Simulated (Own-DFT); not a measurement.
GaN (wurtzite, atoms displaced) (calculated)

Computed with Own-DFT development build. A calculation, not a measurement: plane-wave PBE density functional theory by an unreviewed code, no spin, of a simulated periodic cell, stress positive in tension, free energy of the whole cell less one offset for each atom, forces on such cells passed a denser k mesh, this cell's mesh not checked; offsets are fitted by least squares, one for each functional and potential file, so energies compare only between cells with the same atoms and settings and are not formation energies; the far tail of each file's local potential was reset to the Coulomb form; each entry is a single point on an unrelaxed cell, so the pressure reflects the starting lattice, mostly measured values (interpolated for alloys), from which strain is counted, and rises with the displacements; printed positions are rounded, which can move forces by about a meV/angstrom; the program, named Own-DFT, is a retired in-house code; no spin-orbit coupling.

Common to all runs: functional PBE; potential files PseudoDojo norm-conserving, scalar-relativistic, standard set with the stringent files for Ga; wave cutoff 96 hartree; occupations Gaussian; smearing width 0.01 eV; k mesh 3 x 4 x 3 centred on Gamma.

(1) 
```cif
# cell vector a (Å): 12.7560 0.0000 0.0000
# cell vector b (Å): -4.7835 8.2853 0.0000
# cell vector c (Å): 0.0000 0.0000 10.3700
data_GaN
_symmetry_space_group_name_H-M 'P 1'
_symmetry_Int_Tables_number 1
_cell_length_a 12.7560
_cell_length_b 9.5670
_cell_length_c 10.3700
_cell_angle_alpha 90.000
_cell_angle_beta 90.000
_cell_angle_gamma 120.000
_cell_volume 1095.98
loop_
_atom_site_label
_atom_site_type_symbol
_atom_site_fract_x
_atom_site_fract_y
_atom_site_fract_z
_atom_site_occupancy
Ga1 Ga 0.08496 0.22206 0.99821 1
Ga2 Ga 0.16663 0.10817 0.25044 1
N1 N 0.08324 0.22058 0.19012 1
N2 N 0.16389 0.11233 0.43719 1
Ga3 Ga 0.08417 0.22606 0.50083 1
Ga4 Ga 0.16644 0.11158 0.75215 1
N3 N 0.08308 0.22375 0.69166 1
N4 N 0.16826 0.10719 0.94152 1
Ga5 Ga 0.08302 0.55603 0.00142 1
Ga6 Ga 0.16636 0.44534 0.24926 1
N5 N 0.08218 0.54903 0.18792 1
N6 N 0.16540 0.44473 0.44111 1
Ga7 Ga 0.08435 0.55742 0.50475 1
Ga8 Ga 0.16982 0.44703 0.74966 1
N7 N 0.08411 0.55661 0.68834 1
N8 N 0.16505 0.44324 0.94068 1
Ga9 Ga 0.08481 0.89105 0.99683 1
Ga10 Ga 0.16491 0.77548 0.24735 1
N9 N 0.08421 0.89304 0.19095 1
N10 N 0.16730 0.77659 0.43930 1
Ga11 Ga 0.08500 0.88697 0.49842 1
Ga12 Ga 0.17089 0.78111 0.74996 1
N11 N 0.08516 0.89133 0.69110 1
N12 N 0.16673 0.77969 0.93572 1
Ga13 Ga 0.33191 0.22237 0.00071 1
Ga14 Ga 0.41862 0.11348 0.24794 1
N13 N 0.33331 0.22073 0.19068 1
N14 N 0.41365 0.10987 0.43813 1
Ga15 Ga 0.33344 0.22150 0.49912 1
Ga16 Ga 0.41821 0.11187 0.74973 1
N15 N 0.33575 0.22390 0.68658 1
N16 N 0.41680 0.11090 0.93606 1
Ga17 Ga 0.33661 0.56086 0.00176 1
Ga18 Ga 0.41818 0.44327 0.25275 1
N17 N 0.33401 0.55479 0.18466 1
N18 N 0.42061 0.44564 0.43765 1
Ga19 Ga 0.33390 0.55463 0.50223 1
Ga20 Ga 0.41638 0.44255 0.75191 1
N19 N 0.33420 0.55620 0.68934 1
N20 N 0.41345 0.44263 0.93991 1
Ga21 Ga 0.33689 0.88662 0.00010 1
Ga22 Ga 0.41983 0.78212 0.25077 1
N21 N 0.33572 0.89081 0.18701 1
N22 N 0.41694 0.77921 0.43818 1
Ga23 Ga 0.33036 0.88983 0.50106 1
Ga24 Ga 0.41508 0.77507 0.74665 1
N23 N 0.33389 0.88989 0.68847 1
N24 N 0.41498 0.77645 0.94112 1
Ga25 Ga 0.58518 0.22163 0.00033 1
Ga26 Ga 0.66581 0.11252 0.24862 1
N25 N 0.58069 0.21868 0.18871 1
N26 N 0.66650 0.11231 0.43786 1
Ga27 Ga 0.58457 0.22419 0.49999 1
Ga28 Ga 0.66721 0.11022 0.75242 1
N27 N 0.58332 0.22338 0.69079 1
N28 N 0.66909 0.11342 0.94380 1
Ga29 Ga 0.58411 0.55469 0.00015 1
Ga30 Ga 0.66633 0.44424 0.25340 1
N29 N 0.58474 0.55432 0.18734 1
N30 N 0.66990 0.44480 0.43869 1
Ga31 Ga 0.58044 0.55294 0.49996 1
Ga32 Ga 0.66919 0.44519 0.74442 1
N31 N 0.58461 0.56259 0.68673 1
N32 N 0.67081 0.44742 0.93530 1
Ga33 Ga 0.58683 0.89199 0.00167 1
Ga34 Ga 0.66610 0.78071 0.25044 1
N33 N 0.58211 0.88904 0.18844 1
N34 N 0.66815 0.78086 0.43862 1
Ga35 Ga 0.58254 0.88682 0.49995 1
Ga36 Ga 0.66816 0.78189 0.75133 1
N35 N 0.58277 0.89046 0.68574 1
N36 N 0.66719 0.77697 0.93705 1
Ga37 Ga 0.83309 0.22209 0.99924 1
Ga38 Ga 0.91391 0.11125 0.25089 1
N37 N 0.83180 0.22081 0.18840 1
N38 N 0.92076 0.11578 0.43731 1
Ga39 Ga 0.83711 0.22685 0.50104 1
Ga40 Ga 0.91708 0.11073 0.75111 1
N39 N 0.83540 0.22694 0.68831 1
N40 N 0.91773 0.11227 0.94006 1
Ga41 Ga 0.83065 0.54814 0.99655 1
Ga42 Ga 0.91658 0.44630 0.24881 1
N41 N 0.83174 0.55479 0.18832 1
N42 N 0.91576 0.44352 0.43715 1
Ga43 Ga 0.83342 0.55527 0.49999 1
Ga44 Ga 0.91430 0.44217 0.74934 1
N43 N 0.83245 0.55635 0.69091 1
N44 N 0.91614 0.44673 0.93952 1
Ga45 Ga 0.83475 0.89135 0.99784 1
Ga46 Ga 0.91581 0.77623 0.25216 1
N45 N 0.83551 0.88847 0.18621 1
N46 N 0.91649 0.77765 0.43196 1
Ga47 Ga 0.83533 0.89050 0.49678 1
Ga48 Ga 0.91731 0.77804 0.75022 1
N47 N 0.83235 0.88900 0.68827 1
N48 N 0.91669 0.77587 0.93811 1
_calc_free_energy_of_cell_above_offsets '-10.249'  # eV
_calc_pressure 5.45  # GPa
_calc_stress_xx -5.26  # GPa
_calc_stress_yy -5.27  # GPa
_calc_stress_zz -5.83  # GPa
_calc_stress_yz -0.04  # GPa
_calc_stress_xz 0.11  # GPa
_calc_stress_xy 0  # GPa
```

Force:
```tsv
element	x (eV/Å)	y (eV/Å)	z (eV/Å)
Ga	-0.033	0.02	0.741
Ga	-0.385	0.747	0.065
N	-0.141	0.14	-0.319
N	0.67	-0.116	0.554
Ga	0.253	-0.375	0.145
Ga	0.289	0.211	-0.257
N	0.294	-0.018	-0.267
N	-0.631	0.827	-0.649
Ga	0.057	0.105	-0.529
Ga	0.73	-0.539	0.23
N	-0.525	0.953	0.088
N	0.43	0.463	-0.317
Ga	-0.202	-0.313	-0.732
Ga	-0.621	-0.24	0.539
N	-0.134	0.025	0.567
N	0.401	0.417	-0.437
Ga	-0.203	-0.895	0.776
Ga	0.294	0.252	0.091
N	0.256	-1.165	-0.676
N	-0.252	-0.121	-0.443
Ga	-0.642	0.485	0.254
Ga	-0.653	-0.401	0.074
N	-0.06	-0.292	-0.652
N	0.545	-0.286	0.669
Ga	0.681	-0.107	0.315
Ga	-0.506	-0.568	0.391
N	-0.033	0.27	-0.299
N	0.645	0.254	-0.05
Ga	-0.496	-0.038	-0.081
Ga	-0.247	0.035	0.069
N	-0.398	-0.224	0.286
N	0.187	0.09	0.518
Ga	-0.429	-0.929	-0.284
Ga	-0.37	0.161	-0.843
N	0.074	0.268	1.277
N	-0.961	-0.321	0.241
Ga	-0.137	0.167	-0.606
Ga	0.306	0.332	-0.089
N	0.209	-0.263	-0.128
N	0.578	0.297	-0.191
Ga	-1.201	0.571	-0.06
Ga	-0.551	-0.825	-0.059
N	-0.37	-0.335	0.289
N	-0.187	-0.278	0.279
Ga	0.804	0.01	-0.266
Ga	0.213	0.595	0.671
N	0.28	0.052	-0.118
N	1.069	0.46	-1.028
Ga	-0.819	0.458	-0.184
Ga	0.256	-0.088	0.445
N	0.368	0.809	-0.181
N	0.304	-0.07	0.149
Ga	-0.15	-0.589	0.078
Ga	-0.158	0.215	-0.273
N	0.433	-0.162	-0.452
N	-0.146	-0.431	-0.931
Ga	0.001	-0.174	-0.237
Ga	0.209	-0.083	-0.648
N	-0.297	0.255	0.33
N	-0.832	0.02	0.326
Ga	0.932	0.835	0.107
Ga	-1.05	0.195	0.711
N	0.179	-0.784	0.32
N	-0.983	-0.811	-0.072
Ga	-0.303	-0.643	-0.23
Ga	0.649	-0.295	-0.223
N	0.454	0.256	-0.067
N	0.057	-0.474	-0.142
Ga	-0.046	0.622	-0.281
Ga	-0.18	-0.259	-0.413
N	0.067	-0.003	0.721
N	-0.263	0.237	0.368
Ga	0.603	0.458	0.423
Ga	0.754	-0.035	-0.403
N	-0.104	0.305	-0.118
N	-0.595	-0.422	0.395
Ga	-0.403	-0.714	-0.379
Ga	-0.128	0.128	-0.075
N	-0.067	-0.906	0.204
N	-0.124	0.038	-0.392
Ga	-0.065	1.375	0.802
Ga	-0.114	-0.397	0.067
N	0.191	-0.102	-0.207
N	0.297	0.62	0.238
Ga	0.297	0.346	0.058
Ga	0.46	0.842	0.405
N	0.638	0.205	-0.836
N	0.683	-0.654	-0.39
Ga	0.33	-0.534	0.326
Ga	0.074	0.154	-1.402
N	-0.712	0.083	0.297
N	0.235	-0.102	1.751
Ga	-0.096	0.158	0.326
Ga	-0.052	0.196	0.147
N	0.398	0.234	-0.275
N	-0.077	0.133	0.067
```

(2) 
```cif
# cell vector a (Å): 12.7560 0.0000 0.0000
# cell vector b (Å): -4.7835 8.2853 0.0000
# cell vector c (Å): 0.0000 0.0000 10.3700
data_GaN
_symmetry_space_group_name_H-M 'P 1'
_symmetry_Int_Tables_number 1
_cell_length_a 12.7560
_cell_length_b 9.5670
_cell_length_c 10.3700
_cell_angle_alpha 90.000
_cell_angle_beta 90.000
_cell_angle_gamma 120.000
_cell_volume 1095.98
loop_
_atom_site_label
_atom_site_type_symbol
_atom_site_fract_x
_atom_site_fract_y
_atom_site_fract_z
_atom_site_occupancy
Ga1 Ga 0.08369 0.22289 0.99811 1
Ga2 Ga 0.16724 0.11121 0.25313 1
N1 N 0.08102 0.21851 0.18998 1
N2 N 0.16709 0.11488 0.43891 1
Ga3 Ga 0.08738 0.22853 0.49733 1
Ga4 Ga 0.16694 0.11541 0.74850 1
N3 N 0.08641 0.22657 0.68837 1
N4 N 0.16486 0.10835 0.94076 1
Ga5 Ga 0.08514 0.55792 0.00253 1
Ga6 Ga 0.16663 0.44587 0.25191 1
N5 N 0.08101 0.55425 0.18818 1
N6 N 0.16770 0.44494 0.44016 1
Ga7 Ga 0.08367 0.55684 0.50245 1
Ga8 Ga 0.16712 0.44630 0.74946 1
N7 N 0.07993 0.55280 0.68887 1
N8 N 0.16639 0.44388 0.93864 1
Ga9 Ga 0.08413 0.88898 0.00125 1
Ga10 Ga 0.16297 0.77728 0.25045 1
N9 N 0.08574 0.88740 0.18783 1
N10 N 0.16503 0.77709 0.44006 1
Ga11 Ga 0.08311 0.88744 0.49989 1
Ga12 Ga 0.16764 0.77805 0.75076 1
N11 N 0.08277 0.88831 0.68480 1
N12 N 0.16492 0.77646 0.94227 1
Ga13 Ga 0.33292 0.22189 0.00021 1
Ga14 Ga 0.41683 0.11220 0.25011 1
N13 N 0.32974 0.22194 0.18947 1
N14 N 0.40950 0.10694 0.43584 1
Ga15 Ga 0.33472 0.22490 0.50114 1
Ga16 Ga 0.41754 0.11476 0.75024 1
N15 N 0.33327 0.22417 0.68847 1
N16 N 0.41675 0.10766 0.93943 1
Ga17 Ga 0.33310 0.55547 0.99983 1
Ga18 Ga 0.41637 0.44236 0.25307 1
N17 N 0.33047 0.55293 0.18778 1
N18 N 0.41581 0.44335 0.43851 1
Ga19 Ga 0.33497 0.55576 0.50055 1
Ga20 Ga 0.41475 0.44706 0.74901 1
N19 N 0.33150 0.55374 0.68912 1
N20 N 0.41664 0.44803 0.93795 1
Ga21 Ga 0.33208 0.88675 0.99931 1
Ga22 Ga 0.41600 0.77715 0.24978 1
N21 N 0.33619 0.89705 0.18504 1
N22 N 0.41493 0.77962 0.43842 1
Ga23 Ga 0.33560 0.89401 0.50012 1
Ga24 Ga 0.41557 0.77578 0.74863 1
N23 N 0.33239 0.88702 0.68965 1
N24 N 0.41922 0.77828 0.93648 1
Ga25 Ga 0.58314 0.22422 0.00035 1
Ga26 Ga 0.66679 0.11122 0.24975 1
N25 N 0.58281 0.22186 0.18919 1
N26 N 0.66349 0.11178 0.43650 1
Ga27 Ga 0.58124 0.22336 0.50134 1
Ga28 Ga 0.66562 0.11289 0.75204 1
N27 N 0.58186 0.21910 0.68706 1
N28 N 0.66792 0.11555 0.93730 1
Ga29 Ga 0.58187 0.55124 0.99936 1
Ga30 Ga 0.66569 0.44486 0.24828 1
N29 N 0.58673 0.56109 0.18786 1
N30 N 0.66899 0.44788 0.43711 1
Ga31 Ga 0.57985 0.55474 0.49973 1
Ga32 Ga 0.66641 0.44149 0.75119 1
N31 N 0.58544 0.55582 0.68797 1
N32 N 0.66592 0.44262 0.93599 1
Ga33 Ga 0.58443 0.88653 0.00319 1
Ga34 Ga 0.66310 0.77406 0.25146 1
N33 N 0.58388 0.88550 0.19055 1
N34 N 0.66797 0.77963 0.44255 1
Ga35 Ga 0.58042 0.88749 0.50132 1
Ga36 Ga 0.66827 0.77884 0.75206 1
N35 N 0.58239 0.89188 0.68808 1
N36 N 0.66872 0.78132 0.94177 1
Ga37 Ga 0.83425 0.22161 0.99968 1
Ga38 Ga 0.91602 0.11097 0.25158 1
N37 N 0.83164 0.21926 0.18378 1
N38 N 0.91799 0.11306 0.44041 1
Ga39 Ga 0.83338 0.22296 0.50008 1
Ga40 Ga 0.91896 0.11188 0.74936 1
N39 N 0.83117 0.21973 0.68558 1
N40 N 0.91049 0.10572 0.93864 1
Ga41 Ga 0.83409 0.56008 0.00489 1
Ga42 Ga 0.91516 0.44444 0.25107 1
N41 N 0.83005 0.55344 0.18733 1
N42 N 0.91811 0.44651 0.43830 1
Ga43 Ga 0.83191 0.55550 0.49934 1
Ga44 Ga 0.91760 0.44446 0.74935 1
N43 N 0.83037 0.55215 0.68740 1
N44 N 0.91729 0.44356 0.94399 1
Ga45 Ga 0.83416 0.88758 0.99962 1
Ga46 Ga 0.91557 0.77543 0.25044 1
N45 N 0.83422 0.89026 0.18799 1
N46 N 0.91714 0.78136 0.43561 1
Ga47 Ga 0.83118 0.88996 0.50143 1
Ga48 Ga 0.91581 0.77531 0.75308 1
N47 N 0.83508 0.89036 0.68725 1
N48 N 0.91614 0.77595 0.93649 1
_calc_free_energy_of_cell_above_offsets '-10.359'  # eV
_calc_pressure 5.38  # GPa
_calc_stress_xx -4.98  # GPa
_calc_stress_yy -4.88  # GPa
_calc_stress_zz -6.28  # GPa
_calc_stress_yz 0.14  # GPa
_calc_stress_xz 0.11  # GPa
_calc_stress_xy 0.14  # GPa
```

Force:
```tsv
element	x (eV/Å)	y (eV/Å)	z (eV/Å)
Ga	-0.519	-0.405	0.54
Ga	-0.527	-0.253	-0.357
N	0.192	0.576	-0.229
N	0.394	-0.364	0.274
Ga	-0.45	-0.888	0.464
Ga	0.199	-0.802	0.255
N	-0.334	-0.166	-0.158
N	0.15	0.375	-0.627
Ga	-0.246	-0.614	-0.247
Ga	-0.251	-0.502	-0.287
N	0.29	0.167	0.479
N	-0.075	0.733	-0.172
Ga	0.012	-0.062	-0.346
Ga	-0.356	-0.117	0.297
N	0.637	0.538	0.125
N	-0.012	0.211	-0.131
Ga	-0.274	-0.111	-0.052
Ga	1.169	-0.063	0.14
N	-1.023	0.294	0.161
N	0.493	0.118	-0.258
Ga	-0.414	0.408	-0.24
Ga	-0.498	-0.045	0.049
N	0.043	0.15	0.941
N	0.297	0.174	-0.775
Ga	0.038	0.004	-0.023
Ga	-0.23	0.174	-0.33
N	0.8	0.304	-0.181
N	0.799	1.064	0.419
Ga	-0.459	-0.59	-0.063
Ga	-0.052	-0.585	0.216
N	0.146	0.066	0.08
N	-0.498	0.588	-0.265
Ga	-0.137	0.22	0.058
Ga	-0.159	0.311	-0.872
N	0.442	0.33	0.299
N	0.009	0.257	0.1
Ga	-0.55	0.28	-0.075
Ga	0.885	-0.072	0.254
N	0.033	0.37	-0.401
N	0.234	-0.678	-0.024
Ga	0.381	0.063	-0.066
Ga	-0.342	0.204	-0.24
N	-0.044	-1.307	0.619
N	0.264	-0.416	-0.01
Ga	-0.541	-0.947	0.232
Ga	0.203	0.423	0.227
N	-0.006	0.435	-0.155
N	-0.384	-0.178	0.336
Ga	0.306	-0.459	0.079
Ga	0.031	-0.132	-0.097
N	-0.114	0.219	-0.137
N	0.323	-0.04	0.341
Ga	0.107	-0.037	-0.645
Ga	0.42	-0.279	-0.229
N	-0.3	0.411	0.126
N	-0.112	-0.605	0.514
Ga	-0.02	0.747	-0.134
Ga	0.002	-0.185	0.344
N	-0.542	-1.287	-0.006
N	-0.806	-0.511	0.021
Ga	0.976	0.368	0.228
Ga	-0.194	0.124	-0.448
N	-0.595	-0.105	0.205
N	0.042	0.395	0.605
Ga	-0.359	0.708	-0.4
Ga	0.917	0.949	0.302
N	-0.613	0.352	-0.068
N	-0.737	-0.408	-0.581
Ga	0.314	0.51	-0.168
Ga	-0.272	0.193	-0.182
N	0.356	-0.502	0.228
N	0.07	-0.901	-0.5
Ga	-0.422	0.086	-0.229
Ga	-0.076	-0.111	-0.126
N	0.003	0.369	1.088
N	-0.123	0.052	-0.126
Ga	-0.265	-0.13	-0.277
Ga	-0.444	0.02	-0.02
N	0.241	0.283	0.597
N	1.146	0.64	-0.404
Ga	0.3	-0.876	-1.02
Ga	0.08	-0.449	-0.347
N	0.367	0.253	0.569
N	-0.201	-0.143	0.03
Ga	0.334	0.468	0.049
Ga	-0.649	-0.468	0.647
N	0.392	0.293	0.172
N	-0.228	0.466	-0.817
Ga	-0.125	0.081	0.401
Ga	-0.11	0.513	-0.226
N	-0.122	-0.473	0.209
N	-0.027	-0.395	0.539
Ga	0.753	0.187	-0.207
Ga	0.067	0.081	-1.005
N	-0.005	-0.222	0.49
N	0.183	0.28	0.629
```
